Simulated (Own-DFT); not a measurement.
# Strain and stress in diamond silicon, 64 atoms (Si64)

These are calculations, not measurements. They come from Own-DFT, an in-house plane-wave density functional program, since retired, whose code no person has reviewed. Each row is one single-point run on a periodic cell that was not relaxed, without spin or spin-orbit coupling.

Settings of every run: PBE; PseudoDojo norm-conserving scalar-relativistic files; cutoff 20 hartree; 3 x 3 x 3 k mesh centred on Gamma; Fermi-Dirac smearing of 0.1 eV.

Known limits: k mesh not checked against a denser one; stress not checked against mesh or cutoff.

Unstrained cell vectors in Å: (10.862, 0.000, 0.000); (0.000, 10.862, 0.000); (0.000, 0.000, 10.862). The unstrained cell has measured lattice constants (interpolated for alloys), not those of this functional. That, the random moves and any unrelaxed bonds set the pressure at no strain. Each run strains this cell uniformly, with the atoms carried along. Every atom was also moved at random, by a Gaussian of width 0.05 Å on each axis. Strain is the symmetric tensor, in per cent. Stress is positive in tension, and the pressure is minus a third of its trace.

```
run  e_xx (%)  e_yy (%)  e_zz (%)  e_yz (%)  e_xz (%)  e_xy (%)  s_xx (GPa)  s_yy (GPa)  s_zz (GPa)  s_yz (GPa)  s_xz (GPa)  s_xy (GPa)  P (GPa)  E (meV/atom)
  1      0.81      1.87      0.32     -1.30      1.47      0.96       -0.34        0.79       -0.52       -2.62        2.75        1.96     0.02          14.6
  2      1.77     -0.08     -0.74     -0.71     -1.15     -1.86       -0.63       -2.34       -2.94       -1.36       -2.87       -4.66     1.97          18.9
  3     -1.43     -1.89      0.82     -1.30      1.81      0.16       -5.84       -6.38       -3.80       -3.61        4.16        0.92     5.34          26.9
  4      0.09     -0.23      1.66      1.92      0.70     -1.85       -2.10       -2.28       -0.41        3.76        1.43       -4.21     1.60          31.0
  5     -1.08     -1.47      0.82     -1.20      0.81      0.62       -4.97       -5.43       -3.26       -3.33        2.79        0.95     4.56          25.4
  6      1.98     -0.36     -0.29     -0.69      0.05      0.06        0.15       -1.96       -1.97       -2.00        0.72        0.59     1.26           0.0
  7      0.27      0.56     -1.54      1.12      0.66     -1.15       -2.97       -2.80       -4.52        2.06        1.79       -3.12     3.43          17.8
  8     -1.58     -1.54      0.25      0.02      0.25      0.15       -5.95       -6.02       -4.34        0.52        0.73       -0.04     5.44          14.9
  9     -1.38      1.36      1.62      1.59     -0.10      1.93       -3.04       -0.72       -0.28        3.63       -0.27        3.75     1.34          22.0
 10     -1.54     -0.11      1.94     -1.84     -0.92      0.85       -3.91       -2.75       -0.76       -3.43       -2.50        2.10     2.47          17.8
 11     -1.84     -1.21      1.55     -1.84      0.57      0.28       -5.30       -4.91       -2.31       -4.52        1.55        0.52     4.17          20.0
 12      0.17      1.64     -0.76      0.58     -1.12     -1.79       -1.71       -0.44       -2.53        1.38       -2.01       -3.10     1.56           7.5
 13     -1.32     -1.98      0.20     -0.76     -0.90     -0.68       -6.47       -6.68       -4.80       -1.48       -2.01       -2.29     5.98          33.1
 14     -1.98      0.72      0.68     -1.91     -0.92     -1.33       -4.81       -2.57       -2.75       -4.09       -1.41       -2.97     3.37          26.5
 15     -1.44     -0.73     -1.04      0.56     -0.46      1.48       -6.61       -5.85       -5.99        1.37       -2.51        2.66     6.15          35.8
 16     -1.05      1.14     -1.17     -0.92     -0.06     -1.70       -4.42       -2.53       -4.52       -1.78       -0.14       -3.49     3.82          25.4
 17      0.47     -0.64      0.20     -1.56      0.85     -1.44       -2.35       -3.31       -2.47       -3.06        0.81       -2.59     2.71          19.1
 18     -0.04     -0.56      1.65     -1.77      1.28      0.98           ?           ?           ?           ?           ?           ?        ?             ?
```

E is the free energy for each atom above the lowest run shown.

## Worked fit

Each stress component was fitted by least squares to a constant and the strains of the runs shown, as fractions, with shears doubled. Shear strains stay in the fit of a normal stress only where such slopes are resolved. The slopes, in GPa:

| stress | at no strain | per e_xx | per e_yy | per e_zz | scatter |
|---|---|---|---|---|---|
| s_xx | -2.8 | 157 ± 5 | 69 ± 5 | 66 ± 6 | 0.24 |
| s_yy | -2.8 | 70 ± 3 | 157 ± 3 | 64 ± 4 | 0.15 |
| s_zz | -2.8 | 69 ± 3 | 68 ± 3 | 155 ± 3 | 0.13 |

Each shear stress against twice its own strain: yz 106 ± 4, xz 113 ± 11, xy 104 ± 6 GPa. These are stiffnesses along x, y and z of the frame in which the cell vectors are given, which need not be the crystal's axes. The atoms are held to the strained lattice; where symmetry lets them move under strain, relaxing them would lower some slopes. The table should be nearly symmetric about its diagonal, and what it lacks of that shows the noise. A ninth of its sum, 97 ± 2 GPa, estimates the bulk modulus near the mean pressure of these runs, 3.2 GPa, so it lies above the value at zero pressure.

## Withheld run

Question: what normal stresses and pressure should run 18 give?

The fit gives s_xx = -2.2, s_yy = -2.7, s_zz = -0.6 and P = 1.8 GPa. The calculation gave -2.28, -2.65, -0.76 and P = 1.89 GPa.
